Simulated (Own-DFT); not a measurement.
# Response to strain: C40 NbSi2, 36 atoms (Nb12Si24)

These are calculations, not measurements. They come from Own-DFT, an in-house plane-wave density functional program, since retired, whose code no person has reviewed. Each row is one single-point run on a periodic cell that was not relaxed, without spin or spin-orbit coupling.

Settings of every run: PBE; PseudoDojo norm-conserving scalar-relativistic files; cutoff 42 hartree; 4 x 4 x 5 k mesh centred on Gamma; cold (Marzari-Vanderbilt) smearing of 0.2 eV.

Known limits: forces on such cells failed a check on a denser k mesh; stress not checked against mesh or cutoff.

Unstrained cell vectors in Å: (0.000, 8.324, 0.000); (-9.613, 0.000, 0.000); (0.000, 0.000, 6.586). The unstrained cell was taken from the Materials Project. The random moves and any unrelaxed bonds add to the pressure at no strain. Each run strains this cell uniformly, with the atoms carried along. Every atom was also moved at random, by a Gaussian of width 0.05 Å on each axis. Strain is the symmetric tensor, in per cent. Stress is positive in tension, and the pressure is minus a third of its trace.

```
run,e_xx (%),e_yy (%),e_zz (%),e_yz (%),e_xz (%),e_xy (%),s_xx (GPa),s_yy (GPa),s_zz (GPa),s_yz (GPa),s_xz (GPa),s_xy (GPa),P (GPa),E (meV/atom)
1,-1.42,-0.72,-0.37,1.78,1.41,0.03,-9.72,-5.70,-8.18,5.80,4.85,-0.20,7.87,25.6
2,-1.77,0.66,0.65,0.97,-1.67,-0.67,-8.43,-0.63,-1.65,3.87,-5.10,-2.56,3.57,11.3
3,-1.59,1.23,-0.87,1.36,1.01,-0.35,-7.62,-0.16,-8.89,4.87,2.82,-1.08,5.56,19.8
4,0.28,-0.76,0.63,-0.49,1.83,1.09,-1.80,-4.78,-2.60,-2.22,5.59,3.09,3.06,24.7
5,-1.81,-1.50,-1.10,1.76,0.46,-0.76,-11.63,-11.14,-12.81,5.77,1.98,-3.30,11.86,37.9
6,1.48,-1.74,1.94,1.35,-1.18,-0.94,2.68,-6.19,4.42,4.17,-3.38,-2.47,-0.30,10.8
7,-1.41,-0.93,0.17,-0.09,-1.67,1.76,-9.17,-6.76,-5.30,0.42,-5.18,5.30,7.08,24.5
8,-0.09,1.33,-0.96,-1.92,0.10,1.41,-3.67,1.34,-7.73,-6.27,0.11,4.47,3.36,25.2
9,1.78,0.56,-1.43,-1.40,0.19,-1.50,2.59,-0.16,-8.67,-4.29,0.53,-4.43,2.08,14.2
10,-0.87,-1.86,-0.06,-0.19,1.05,1.96,-8.45,-10.63,-6.47,-0.16,3.24,6.56,8.52,33.3
11,1.05,0.25,-0.65,0.33,1.88,0.21,1.05,-1.25,-5.64,0.72,5.87,0.38,1.95,0.0
12,1.82,1.58,1.57,0.83,0.55,-0.41,5.93,5.26,5.03,2.05,1.39,-1.23,-5.41,7.1
13,-1.32,-1.36,-0.19,-0.28,-0.08,1.68,-8.47,-8.32,-6.78,-0.89,0.78,5.69,7.86,6.1
14,-0.38,1.70,-0.01,-1.14,-1.95,1.44,-3.53,3.13,-3.84,-3.42,-5.90,3.99,1.41,30.0
15,1.69,1.82,-1.78,-0.44,-0.17,-0.10,3.98,3.73,-9.40,-1.07,-1.61,-0.32,0.56,3.1
16,0.61,0.28,1.36,1.72,-0.89,0.10,?,?,?,?,?,?,?,?
```

E is the free energy for each atom above the lowest run shown.

## Worked fit

Each stress component was fitted by least squares to a constant and the strains of the runs shown, as fractions, with shears doubled. Shear strains stay in the fit of a normal stress only where such slopes are resolved. The slopes, in GPa:

| stress | at no strain | per e_xx | per e_yy | per e_zz | scatter |
|---|---|---|---|---|---|
| s_xx | -3.0 | 371 ± 12 | 81 ± 13 | 70 ± 16 | 0.59 |
| s_yy | -2.6 | 72 ± 10 | 365 ± 11 | 81 ± 13 | 0.48 |
| s_zz | -4.4 | 86 ± 11 | 74 ± 12 | 448 ± 15 | 0.55 |

Each shear stress against twice its own strain: yz 164 ± 7, xz 156 ± 5, xy 159 ± 9 GPa. These are stiffnesses along x, y and z of the frame in which the cell vectors are given, which need not be the crystal's axes. The atoms are held to the strained lattice; where symmetry lets them move under strain, relaxing them would lower some slopes. The table should be nearly symmetric about its diagonal, and what it lacks of that shows the noise. A ninth of its sum, 183 ± 5 GPa, estimates the bulk modulus near the mean pressure of these runs, 3.9 GPa, so it lies above the value at zero pressure.

## Withheld run

Question: what normal stresses and pressure should run 16 give?

The fit gives s_xx = 0.4, s_yy = -0.1, s_zz = 2.5 and P = -1.0 GPa. The calculation gave 0.86, 0.30, 2.35 and P = -1.17 GPa.
